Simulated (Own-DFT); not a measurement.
# Point defects and the pressure they add: zincblende GaP

Everything here is calculated. The program is Own-DFT (plane waves, in-house, since retired, never reviewed by a person); positions were held fixed, and spin and spin-orbit coupling were off.

Method: PBE; PseudoDojo norm-conserving scalar-relativistic files; cutoff 42 hartree; 2 x 3 x 3 k mesh centred on Gamma; Fermi-Dirac smearing of 0.1 eV.

Caveats (not all hold for every row): not probed for a lower state with spin; forces on such cells failed a check on a denser k mesh; forces on such cells moved up to 12 meV/angstrom on a denser k mesh; forces on such cells passed a denser k mesh, each cell not checked; stress not checked against mesh or cutoff.

All runs share one cell, with vectors in Å (16.352, 0.000, 0.000); (0.000, 10.901, 0.000); (0.000, 0.000, 10.901) and a volume of 1943.1 Å³. Atoms were moved at random from their sites; u is the rms move along one axis. The defect's site can differ from row to row.

| cell | formula | u (Å) | P (GPa) |
|---|---|---|---|
| no defect | Ga48P48 | 0.0199 | 2.71 |
| no defect | Ga48P48 | 0.0497 | 3.19 |
| no defect | Ga48P48 | 0.0520 | 3.31 |
| two P vacancies | Ga48P46 | 0.0281 | 2.40 |
| two P vacancies | Ga48P46 | 0.0288 | 2.38 |
| two P vacancies | Ga48P46 | 0.0513 | 2.89 |
| one P on a Ga site | Ga47P49 | 0.0294 | 2.90 |
| one P on a Ga site | Ga47P49 | 0.0311 | 2.95 |
| one P on a Ga site | Ga47P49 | 0.0462 | 3.20 |
| one P on a Ga site | Ga47P49 | 0.0529 | ? |
| two P on a Ga site each | Ga46P50 | 0.0287 | 2.90 |
| two P on a Ga site each | Ga46P50 | 0.0309 | 2.97 |
| two P on a Ga site each | Ga46P50 | 0.0520 | 3.41 |
| one Ga on a P site and one P on a Ga site | Ga48P48 | 0.0293 | 2.89 |
| one Ga on a P site and one P on a Ga site | Ga48P48 | 0.0293 | 2.91 |
| one Ga on a P site and one P on a Ga site | Ga48P48 | 0.0529 | 3.40 |

## Analysis

P = P0 + c u² + a shift for each defect gives P0 = 2.59 GPa, c = 255 ± 7 GPa/Å² and a scatter of 0.02 GPa. The shifts, and each times the cell's volume:

- two P on a Ga site each: 0.12 ± 0.02 GPa, 1.4 eV (0.7 eV for each of its 2 sites)
- one Ga on a P site and one P on a Ga site: 0.09 ± 0.02 GPa, 1.0 eV
- one P on a Ga site: 0.08 ± 0.02 GPa, 1.0 eV
- two P vacancies: -0.40 ± 0.02 GPa, -4.8 eV (-2.4 eV for each of its 2 sites)

Against the defect-free cell, a freed cell would be larger where the shift is positive and smaller where it is negative (160.2 GPa Å³ is 1 eV). The atoms around the defects weren't relaxed, which would change these numbers.

## Check

Asked: what pressure belongs in the blank (one P on a Ga site, u = 0.0529 Å)?

Estimate: 3.39 ± 0.03 GPa. DFT gave 3.41 GPa.
